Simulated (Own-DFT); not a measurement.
# Computed records: Hf36O71 (tetragonal hafnia with one neutral oxygen vacancy, atoms displaced)

Computed with Own-DFT development build. A calculation, not a measurement: plane-wave PBE and HSE06 DFT by an unreviewed code, no spin, of a simulated cell at Gamma alone, so results move with cell size and shape, stress positive in tension, energies less offsets, not probed for a lower state with spin; hafnium file: forces about 75 meV/angstrom off all-electron values; oxygen file: force components 24 meV/angstrom off all-electron in a glass; k mesh not checked against a denser one; forces and stress are PBE's, HSE06 gives the energy alone, and its difference from PBE has offsets of its own; offsets are fitted by least squares, one for each functional and potential file, so energies compare only between cells with the same atoms and settings and are not formation energies; the far tail of each file's local potential was reset to the Coulomb form; each entry is a single point on an unrelaxed cell, so the pressure reflects the starting lattice, taken from the Materials Project, from which strain is counted, and rises with the displacements; printed positions are rounded, which can move forces by about a meV/angstrom; the program is a retired in-house code; no spin-orbit coupling.

Common to all runs: first functional PBE; second functional HSE06; exact exchange share 0.25; screening 0.11 1/bohr; exchange divergence Gygi-Baldereschi; potential files PseudoDojo norm-conserving, scalar-relativistic, made for PBE, standard set; wave cutoff 48 hartree; occupations fixed; k mesh 1 x 1 x 1 centred on Gamma.

(1) 
```cif
# cell vector a (Å): 10.7800 0.0000 0.0000
# cell vector b (Å): 0.0000 10.7800 0.0000
# cell vector c (Å): 0.0000 0.0000 10.4493
data_Hf36O71
_symmetry_space_group_name_H-M 'P 1'
_symmetry_Int_Tables_number 1
_cell_length_a 10.7800
_cell_length_b 10.7800
_cell_length_c 10.4493
_cell_angle_alpha 90.000
_cell_angle_beta 90.000
_cell_angle_gamma 90.000
_cell_volume 1214.30
loop_
_atom_site_label
_atom_site_type_symbol
_atom_site_fract_x
_atom_site_fract_y
_atom_site_fract_z
_atom_site_occupancy
Hf1 Hf 0.99333 0.00195 0.99939 1
Hf2 Hf 0.15947 0.15610 0.23773 1
O1 O 0.01128 0.16679 0.15432 1
O2 O 0.17066 0.00057 0.35025 1
O3 O 0.00243 0.15430 0.40285 1
O4 O 0.17113 0.00673 0.10725 1
Hf3 Hf 0.99681 0.98908 0.49027 1
Hf4 Hf 0.17963 0.16742 0.75149 1
O5 O 0.01569 0.16014 0.64720 1
O6 O 0.16301 0.00087 0.85320 1
O7 O 0.99083 0.17252 0.89946 1
O8 O 0.16750 0.99751 0.59122 1
Hf5 Hf 0.99872 0.33942 0.99296 1
Hf6 Hf 0.15448 0.50897 0.24441 1
O9 O 0.99913 0.50388 0.14644 1
O10 O 0.16508 0.32385 0.34905 1
O11 O 0.99584 0.49949 0.39104 1
O12 O 0.16520 0.32584 0.09733 1
Hf7 Hf 0.00017 0.32061 0.49351 1
Hf8 Hf 0.16650 0.49933 0.75973 1
O13 O 0.99527 0.51122 0.64989 1
O14 O 0.16694 0.32489 0.85030 1
O15 O 0.00444 0.49838 0.89503 1
O16 O 0.14615 0.34069 0.59795 1
Hf9 Hf 0.99398 0.65035 0.01659 1
Hf10 Hf 0.16095 0.84203 0.24317 1
O17 O 0.00358 0.83678 0.14797 1
O18 O 0.16375 0.67051 0.34104 1
O19 O 0.99769 0.82708 0.41382 1
O20 O 0.17830 0.66706 0.07878 1
Hf11 Hf 0.99673 0.66257 0.50269 1
Hf12 Hf 0.15771 0.83286 0.75192 1
O21 O 0.99580 0.83311 0.65828 1
O22 O 0.16309 0.66851 0.84255 1
O23 O 0.00036 0.83283 0.89724 1
O24 O 0.16380 0.65227 0.60148 1
Hf13 Hf 0.33624 0.99616 0.01038 1
Hf14 Hf 0.50632 0.17163 0.25310 1
O25 O 0.33448 0.16844 0.14020 1
O26 O 0.49791 0.01037 0.34778 1
O27 O 0.33009 0.17232 0.41164 1
O28 O 0.50135 0.98728 0.10445 1
Hf15 Hf 0.34592 0.99832 0.50493 1
Hf16 Hf 0.50357 0.13855 0.75348 1
O29 O 0.31685 0.15671 0.66087 1
O30 O 0.49674 0.00258 0.85309 1
O31 O 0.33115 0.17511 0.90057 1
O32 O 0.50519 0.00017 0.59616 1
Hf17 Hf 0.33381 0.33011 0.01080 1
Hf18 Hf 0.50620 0.51010 0.27350 1
O33 O 0.50355 0.34044 0.34258 1
O34 O 0.33806 0.49263 0.40026 1
O35 O 0.50248 0.33442 0.08452 1
Hf19 Hf 0.33441 0.33617 0.50123 1
Hf20 Hf 0.48925 0.50885 0.75420 1
O36 O 0.32165 0.50128 0.65198 1
O37 O 0.50714 0.32477 0.85964 1
O38 O 0.33830 0.50564 0.90097 1
O39 O 0.49885 0.32912 0.60905 1
Hf21 Hf 0.34206 0.65499 0.00391 1
Hf22 Hf 0.50295 0.82703 0.24812 1
O40 O 0.33530 0.83443 0.15324 1
O41 O 0.49450 0.66030 0.33372 1
O42 O 0.32814 0.82955 0.40323 1
O43 O 0.48603 0.66876 0.11251 1
Hf23 Hf 0.34313 0.67132 0.48499 1
Hf24 Hf 0.49924 0.84083 0.74303 1
O44 O 0.32827 0.84025 0.66237 1
O45 O 0.49656 0.65955 0.84746 1
O46 O 0.33954 0.83396 0.92016 1
O47 O 0.50289 0.67024 0.60727 1
Hf25 Hf 0.66147 0.00592 0.01180 1
Hf26 Hf 0.84046 0.15707 0.25448 1
O48 O 0.66526 0.15516 0.15888 1
O49 O 0.83788 0.98737 0.34680 1
O50 O 0.67045 0.16891 0.39561 1
O51 O 0.82955 0.99056 0.10148 1
Hf27 Hf 0.67312 0.00314 0.49150 1
Hf28 Hf 0.83997 0.17438 0.75208 1
O52 O 0.67399 0.17237 0.64956 1
O53 O 0.84605 0.00223 0.84346 1
O54 O 0.65974 0.16357 0.89920 1
O55 O 0.83566 0.00532 0.59822 1
Hf29 Hf 0.66584 0.31774 0.98666 1
Hf30 Hf 0.84847 0.51301 0.24864 1
O56 O 0.67777 0.50897 0.15060 1
O57 O 0.82275 0.33506 0.35147 1
O58 O 0.66094 0.49338 0.39946 1
O59 O 0.83059 0.33834 0.08913 1
Hf31 Hf 0.67453 0.33120 0.49448 1
Hf32 Hf 0.83400 0.50490 0.75149 1
O60 O 0.65791 0.50506 0.65354 1
O61 O 0.82492 0.32635 0.86867 1
O62 O 0.66304 0.50052 0.90707 1
O63 O 0.84821 0.33255 0.61742 1
Hf33 Hf 0.65745 0.66598 0.00091 1
Hf34 Hf 0.82263 0.84091 0.24436 1
O64 O 0.68228 0.83533 0.15508 1
O65 O 0.83077 0.66131 0.34964 1
O66 O 0.66165 0.83224 0.39863 1
O67 O 0.82981 0.67493 0.10679 1
Hf35 Hf 0.67081 0.66644 0.50637 1
Hf36 Hf 0.82318 0.83031 0.75895 1
O68 O 0.66304 0.83149 0.65316 1
O69 O 0.82992 0.68065 0.83822 1
O70 O 0.66560 0.84575 0.88294 1
O71 O 0.83418 0.66464 0.60575 1
_calc_PBE_energy_of_cell_above_offsets '-85.259'  # eV
_calc_HSE06_less_PBE_above_offsets '0.640'  # eV
_calc_PBE_pressure 5.99  # GPa
_calc_PBE_stress_xx -4.87  # GPa
_calc_PBE_stress_yy -7.47  # GPa
_calc_PBE_stress_zz -5.64  # GPa
_calc_PBE_stress_yz -1.57  # GPa
_calc_PBE_stress_xz -0.46  # GPa
_calc_PBE_stress_xy 0.07  # GPa
```

Force:
```tsv
element	x (eV/Å)	y (eV/Å)	z (eV/Å)
Hf	1.508	-0.966	-3.053
Hf	5.133	1.867	3.502
O	-5.943	-0.445	-1.785
O	-0.462	-1.083	-0.785
O	-1.61	0.902	-1.933
O	-0.878	-1.143	-0.96
Hf	2.199	1.097	4.592
Hf	-6.35	-1.053	2.725
O	-2.354	0.298	0.402
O	0.248	-0.157	0.387
O	0.073	-0.32	1.373
O	0.344	-1.128	-0.576
Hf	-0.095	-2.677	0.203
Hf	3.736	-2.007	1.806
O	0.606	0.181	-1.634
O	-0.689	1.456	-0.896
O	0.355	-0.274	0.21
O	-0.864	1.387	0.24
Hf	0.888	0.443	0.824
Hf	-0.648	0.476	-2.219
O	-0.513	-0.011	1.005
O	-0.278	2.472	0.472
O	-1.22	0.757	0.631
O	3.032	0.344	0.237
Hf	1.833	3.923	-3.629
Hf	1.808	-0.081	0.99
O	-1.06	-0.217	0.332
O	0.141	-0.309	-0.434
O	0.191	-0.72	-2.169
O	-3.456	-0.883	2.39
Hf	1.612	-0.83	1.648
Hf	-0.981	0.612	0.203
O	-0.354	-0.195	-0.885
O	0.25	-0.585	0.417
O	-0.315	-0.175	2.144
O	0.866	1.502	-2.089
Hf	-1.549	0.748	-1.42
Hf	-2.62	1.514	-0.29
O	1.155	-0.298	1.77
O	0.161	-1.908	0.394
O	1.249	-1.17	-0.087
O	0.757	0.064	0.019
Hf	-4.768	1.248	-1.013
Hf	-0.36	8.913	-2.296
O	7.572	-0.484	-3.793
O	-0.283	-3.74	2.2
O	0.642	-2.168	0.288
O	1.171	-0.031	1.309
Hf	0.631	-0.262	-1.678
Hf	0.807	-7.711	-7.067
O	0.094	-2.736	1.309
O	0.122	2.115	-0.397
O	0.303	-0.218	2.748
Hf	-0.876	-0.502	1.399
Hf	0.346	-4.636	-1.169
O	2.069	-0.491	0.074
O	-0.312	0.681	-2.268
O	-0.603	-2.384	-0.05
O	-0.435	0.062	-2.147
Hf	-1.318	1.986	-1.463
Hf	-1.284	2.256	-0.754
O	-0.479	0.689	1.581
O	-0.468	7.347	5.793
O	1.444	1.313	-0.422
O	3.925	0.21	-0.463
Hf	-2.726	-2.492	3.332
Hf	-0.615	-2.288	1.541
O	1.589	-0.043	-0.884
O	0.93	3.715	1.686
O	0.443	-0.402	-1.137
O	-1.128	0.316	-2.042
Hf	0.623	-0.707	-1.927
Hf	-0.093	2.46	-0.258
O	1.398	-0.112	-1.158
O	-0.682	2.886	0.98
O	0.267	-1.132	0.137
O	0.572	1.374	0.181
Hf	0.829	0.188	1.871
Hf	1.937	-1.141	-1.142
O	-0.891	-0.852	-0.025
O	-0.533	0.373	1.15
O	0.378	-3.721	-0.462
O	-1.309	-0.27	-1.584
Hf	-1.034	4.218	1.592
Hf	-4.607	-2.764	0.461
O	-1.318	1.158	0.922
O	1.07	-0.996	-0.576
O	0.062	2.223	1.256
O	1.408	-0.826	2.084
Hf	-0.912	0.328	2.613
Hf	-0.522	-0.729	-0.982
O	1.682	0.052	-0.173
O	0.54	1.597	-2.855
O	0.56	1.165	-0.078
O	-1.526	0.334	-1.239
Hf	0.415	-2.064	-0.283
Hf	5.719	-3.622	1.975
O	-7.131	-0.426	-3.082
O	-0.534	2.262	0.981
O	-0.33	-0.125	-0.012
O	0.809	-0.446	-1.126
Hf	0.936	-1.075	1.116
Hf	2.299	4.581	-2.525
O	0.154	0.044	-1.858
O	-0.105	-5.603	3.794
O	-0.935	-0.466	3.119
O	-1.536	0.167	-1.173
```

(2) 
```cif
# cell vector a (Å): 10.7800 0.0000 0.0000
# cell vector b (Å): 0.0000 10.7800 0.0000
# cell vector c (Å): 0.0000 0.0000 10.4493
data_Hf36O71
_symmetry_space_group_name_H-M 'P 1'
_symmetry_Int_Tables_number 1
_cell_length_a 10.7800
_cell_length_b 10.7800
_cell_length_c 10.4493
_cell_angle_alpha 90.000
_cell_angle_beta 90.000
_cell_angle_gamma 90.000
_cell_volume 1214.30
loop_
_atom_site_label
_atom_site_type_symbol
_atom_site_fract_x
_atom_site_fract_y
_atom_site_fract_z
_atom_site_occupancy
Hf1 Hf 0.00422 0.99603 0.00430 1
Hf2 Hf 0.16239 0.17105 0.24625 1
O1 O 0.00267 0.16275 0.15808 1
O2 O 0.17289 0.00786 0.35581 1
O3 O 0.00321 0.16450 0.40252 1
O4 O 0.16865 0.99807 0.09686 1
Hf3 Hf 0.99855 0.99622 0.50756 1
Hf4 Hf 0.16904 0.16849 0.75211 1
O5 O 0.99849 0.16934 0.64928 1
O6 O 0.16947 0.99553 0.84932 1
O7 O 0.01207 0.16789 0.90374 1
O8 O 0.16662 0.00404 0.60131 1
Hf5 Hf 0.00678 0.32883 0.00175 1
Hf6 Hf 0.16101 0.50551 0.25262 1
O9 O 0.99882 0.49958 0.15522 1
O10 O 0.15690 0.33641 0.34398 1
O11 O 0.00052 0.49608 0.39319 1
O12 O 0.17288 0.33163 0.10045 1
Hf7 Hf 0.99955 0.33068 0.49414 1
Hf8 Hf 0.16953 0.50519 0.74638 1
O13 O 0.99756 0.50591 0.64602 1
O14 O 0.15919 0.33844 0.85427 1
O15 O 0.00230 0.49728 0.90143 1
O16 O 0.16427 0.33576 0.59339 1
Hf9 Hf 0.00673 0.66259 0.00225 1
Hf10 Hf 0.15986 0.83123 0.25198 1
O17 O 0.00049 0.83529 0.15575 1
O18 O 0.16508 0.67292 0.35082 1
O19 O 0.99504 0.83769 0.39852 1
O20 O 0.16213 0.66272 0.09942 1
Hf11 Hf 0.00060 0.65431 0.49530 1
Hf12 Hf 0.16936 0.83296 0.75065 1
O21 O 0.99793 0.83195 0.65282 1
O22 O 0.16356 0.66290 0.85073 1
O23 O 0.00309 0.83545 0.90085 1
O24 O 0.16616 0.65750 0.59366 1
Hf13 Hf 0.33273 0.00391 0.00514 1
Hf14 Hf 0.49944 0.16768 0.25056 1
O25 O 0.32863 0.16767 0.14736 1
O26 O 0.49208 0.99859 0.35054 1
O27 O 0.34139 0.16737 0.39852 1
O28 O 0.50853 0.00304 0.09447 1
Hf15 Hf 0.33358 0.00324 0.50645 1
Hf16 Hf 0.49641 0.16236 0.74118 1
O29 O 0.33276 0.17318 0.65431 1
O30 O 0.50326 0.00402 0.84842 1
O31 O 0.33511 0.16235 0.89502 1
O32 O 0.49507 0.99364 0.58930 1
Hf17 Hf 0.33560 0.33845 0.00478 1
Hf18 Hf 0.49686 0.49881 0.24708 1
O33 O 0.33280 0.50766 0.15584 1
O34 O 0.50499 0.33027 0.34676 1
O35 O 0.33229 0.48932 0.40570 1
O36 O 0.50168 0.33208 0.10587 1
Hf19 Hf 0.33575 0.32973 0.49951 1
Hf20 Hf 0.49017 0.50211 0.74830 1
O37 O 0.33497 0.49260 0.65282 1
O38 O 0.50904 0.34671 0.85770 1
O39 O 0.33205 0.48626 0.90453 1
O40 O 0.50662 0.33299 0.60756 1
Hf21 Hf 0.33543 0.67028 0.00523 1
Hf22 Hf 0.50690 0.83690 0.25180 1
O41 O 0.50340 0.66782 0.35143 1
O42 O 0.33924 0.83457 0.40486 1
O43 O 0.50072 0.67029 0.09553 1
Hf23 Hf 0.33908 0.66075 0.50212 1
Hf24 Hf 0.50214 0.82758 0.74892 1
O44 O 0.33519 0.83257 0.64382 1
O45 O 0.49944 0.66961 0.85145 1
O46 O 0.32920 0.82544 0.90564 1
O47 O 0.50341 0.65951 0.59850 1
Hf25 Hf 0.67162 0.99975 0.00648 1
Hf26 Hf 0.83257 0.17118 0.24537 1
O48 O 0.66814 0.16296 0.15493 1
O49 O 0.82141 0.99558 0.34507 1
O50 O 0.67062 0.16155 0.40858 1
O51 O 0.83602 0.99080 0.10561 1
Hf27 Hf 0.67228 0.99596 0.50453 1
Hf28 Hf 0.83227 0.16349 0.74704 1
O52 O 0.66734 0.17266 0.65422 1
O53 O 0.82888 0.99299 0.84856 1
O54 O 0.65580 0.16569 0.90768 1
O55 O 0.83483 0.00752 0.59664 1
Hf29 Hf 0.66671 0.33835 0.00348 1
Hf30 Hf 0.83167 0.50420 0.24570 1
O56 O 0.66185 0.49663 0.15589 1
O57 O 0.83349 0.32887 0.35235 1
O58 O 0.66352 0.50240 0.40674 1
O59 O 0.83860 0.33322 0.10041 1
Hf31 Hf 0.66647 0.33030 0.50024 1
Hf32 Hf 0.82951 0.49139 0.75110 1
O60 O 0.66836 0.49770 0.64457 1
O61 O 0.83000 0.33189 0.84552 1
O62 O 0.66612 0.49761 0.91584 1
O63 O 0.83890 0.32984 0.60110 1
Hf33 Hf 0.66966 0.67237 0.00140 1
Hf34 Hf 0.84005 0.83541 0.24271 1
O64 O 0.67494 0.83226 0.14615 1
O65 O 0.84240 0.66868 0.34256 1
O66 O 0.66690 0.83813 0.40628 1
O67 O 0.83722 0.66197 0.10048 1
Hf35 Hf 0.66605 0.66581 0.50004 1
Hf36 Hf 0.83633 0.83331 0.74998 1
O68 O 0.66792 0.83030 0.64516 1
O69 O 0.83225 0.66832 0.84858 1
O70 O 0.66753 0.83080 0.89809 1
O71 O 0.82518 0.66446 0.59169 1
_calc_PBE_stress_xx ?
```

Questions
1. Estimate the PBE stress xx of Hf36O71 (tetragonal hafnia with one neutral oxygen vacancy, atoms displaced) (entry 2).

## Answers
1. -3.61 GPa

Further results for Hf36O71 (tetragonal hafnia with one neutral oxygen vacancy, atoms displaced) (entry 2):

| Property | Result |
| --- | --- |
| PBE energy of cell above offsets | -97.906 eV |
| HSE06 less PBE above offsets | -0.002 eV |
| PBE pressure | 1.73 GPa |
| PBE stress yy | 0.12 GPa |
| PBE stress zz | -1.7 GPa |
| PBE stress yz | 0.41 GPa |
| PBE stress xz | -0.75 GPa |
| PBE stress xy | -0.03 GPa |

Force:
```tsv
element	x (eV/Å)	y (eV/Å)	z (eV/Å)
Hf	-0.418	0.282	-0.887
Hf	1.224	-0.601	1.874
O	-0.875	0.051	-1.486
O	-0.317	-1.219	-1.252
O	-0.406	-0.474	0.098
O	-0.222	-0.48	0.591
Hf	1.08	0.705	-1.567
Hf	-1.102	0.25	0.476
O	0.574	-0.386	0.926
O	0.105	0.427	-0.204
O	-0.735	-1.295	0.317
O	-0.139	-0.305	0.745
Hf	0.09	1.076	-0.572
Hf	0.414	-0.71	-0.034
O	0.559	0.038	-0.728
O	0.565	-0.372	-0.041
O	0.017	0.539	0.399
O	-1.106	0.339	0.152
Hf	-0.18	-0.697	0.498
Hf	-1.839	-1.268	0.407
O	0.058	0.013	0.47
O	0.544	-0.689	-1.235
O	-0.447	0.265	0.531
O	0.716	-0.139	0.276
Hf	-1.829	-0.399	-1.646
Hf	1.877	1.923	1.203
O	1.137	-0.147	-1.575
O	-0.062	-1.166	-0.062
O	0.65	-0.431	0.586
O	1.209	0.587	0.711
Hf	-1.481	1.213	0.609
Hf	-0.273	0.162	0.057
O	0.963	0.184	-0.234
O	0.335	0.561	-0.431
O	0.077	-0.586	0.63
O	0.905	0.203	0.44
Hf	1.032	-0.128	-0.963
Hf	-0.389	-0.854	0.199
O	1.004	-0.674	0.155
O	0.62	0.409	-1.253
O	-0.247	0.842	0.607
O	-1.817	-0.685	0.903
Hf	-1.072	-0.926	-2.641
Hf	1.479	0.993	2.554
O	-0.36	-0.209	-1.109
O	-0.525	-1.864	-1.077
O	-0.275	1.291	0.564
O	1.679	0.959	1.876
Hf	0.802	-2.38	-0.272
Hf	0.781	0.102	1.24
O	-0.406	-0.34	-0.282
O	0.05	0.659	0.619
O	0.07	1.675	-0.439
O	-0.643	0.065	-0.083
Hf	0.115	-0.802	0.539
Hf	2.844	-1.045	1.085
O	-0.735	0.577	-0.458
O	-0.61	-1.611	-0.911
O	-0.122	3.452	-1.048
O	-1.521	-0.119	-1.043
Hf	0.006	-0.867	0.081
Hf	-0.743	-0.109	0.656
O	-0.585	-0.263	-0.759
O	-0.431	-0.941	-0.179
O	0.08	0.246	0.55
Hf	-0.18	1.517	-1.164
Hf	0.548	1.509	0.225
O	-0.455	-0.638	1.462
O	-0.377	-0.98	-0.429
O	0.049	1.574	-0.012
O	-1.065	0.277	0.763
Hf	-0.077	0.311	-1.727
Hf	-0.254	-0.894	1.817
O	0.194	0.151	0.038
O	0.674	1.028	0.055
O	-0.532	0.553	-0.36
O	0.818	0.963	-1.197
Hf	-0.637	0.259	-1.347
Hf	0.015	0.574	0.258
O	-0.124	-0.738	0.029
O	0.449	1.59	0.166
O	1.025	0.185	0.177
O	-0.151	-0.311	1.05
Hf	-0.476	-1.465	-0.497
Hf	-0.376	-0.456	0.859
O	0.686	0.189	0.09
O	-0.178	0.947	-0.579
O	0.426	-0.805	-0.905
O	-0.254	-0.271	-0.13
Hf	0.764	0.554	0.229
Hf	0.112	1.337	-0.735
O	-0.371	-0.12	1.738
O	0.125	-0.968	0.678
O	0.882	1.973	-1.13
O	-0.777	0.287	-0.289
Hf	0.426	-0.45	-0.504
Hf	-1.319	0.209	2.194
O	-1.204	-0.382	0.388
O	-0.318	-0.584	0.163
O	-0.474	-1.314	-0.97
O	-0.104	-0.08	-0.433
Hf	0.171	0.195	-0.494
Hf	-0.914	-1.416	0.192
O	-0.287	0.577	1.142
O	0.078	-0.492	-0.347
O	-0.425	0.49	0.164
O	2.128	0.212	0.216
```
